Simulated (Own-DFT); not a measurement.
# Misfit strain and the stress it brings: wurtzite GaN, 72 atoms (Ga36N36)

Everything here is calculated. The program is Own-DFT (plane waves, in-house, since retired, never reviewed by a person); positions were held fixed, and spin and spin-orbit coupling were off.

Method: PBE; PseudoDojo norm-conserving scalar-relativistic files; cutoff 42 hartree; 4 x 4 x 3 k mesh centred on Gamma; Fermi-Dirac smearing of 0.1 eV.

Keep in mind: forces not confirmed at this smearing and k mesh; stress not checked against mesh or cutoff.

Unstrained cell vectors in Å: (9.567, 0.000, 0.000); (-4.784, 8.285, 0.000); (0.000, 0.000, 10.370). The unstrained cell has measured lattice constants (interpolated for alloys), not those of this functional. That, the random moves and any unrelaxed bonds set the pressure at no strain. Each run strains x and y alike by e, as a substrate would, and holds the height along z. All atoms carry random offsets, Gaussian with a width of 0.05 Å per axis. Stress is positive in tension.

```
e (%)  u (Å)  (s_xx + s_yy)/2 (GPa)  s_zz (GPa)
-3.00  0.045                 -26.98      -12.17
-2.50  0.051                 -22.89      -11.86
-2.25  0.047                 -21.10      -10.30
-1.00  0.050                 -13.37       -9.36
-0.50  0.045                      ?           ?
 1.25  0.048                  -1.52       -4.73
 1.50  0.050                  -0.22       -4.31
 1.75  0.046                   1.54       -6.73
 2.50  0.050                   3.87       -4.49
 3.00  0.050                   6.31       -4.63
```

## What the rows give

With e as a fraction, the in-plane stress is -7.6 + 546 e - 2989 e² GPa (errors 5 and 408, scatter 0.35), and s_zz is -7.8 + 136 e GPa (slope ± 16, scatter 1.03). At e = 0 the first slope is C11 + C12 and the second 2 C13, both with the ions held to the strained lattice and at the cell's own pressure. The term in e² is negative: the layer stiffens under compression and softens under tension. A free layer would change its height as e changes, and the in-plane slope would drop by 2 C13²/C33 to the biaxial modulus. At fixed height, a misfit of 1 % moves the in-plane stress by about 5.5 GPa and s_zz by 1.4 GPa.

## The run left out

Q: what are the two stresses at e = -0.50 %?

Estimate: -10.4 and -8.5 GPa. The calculation gave -10.14 and -7.70 GPa.
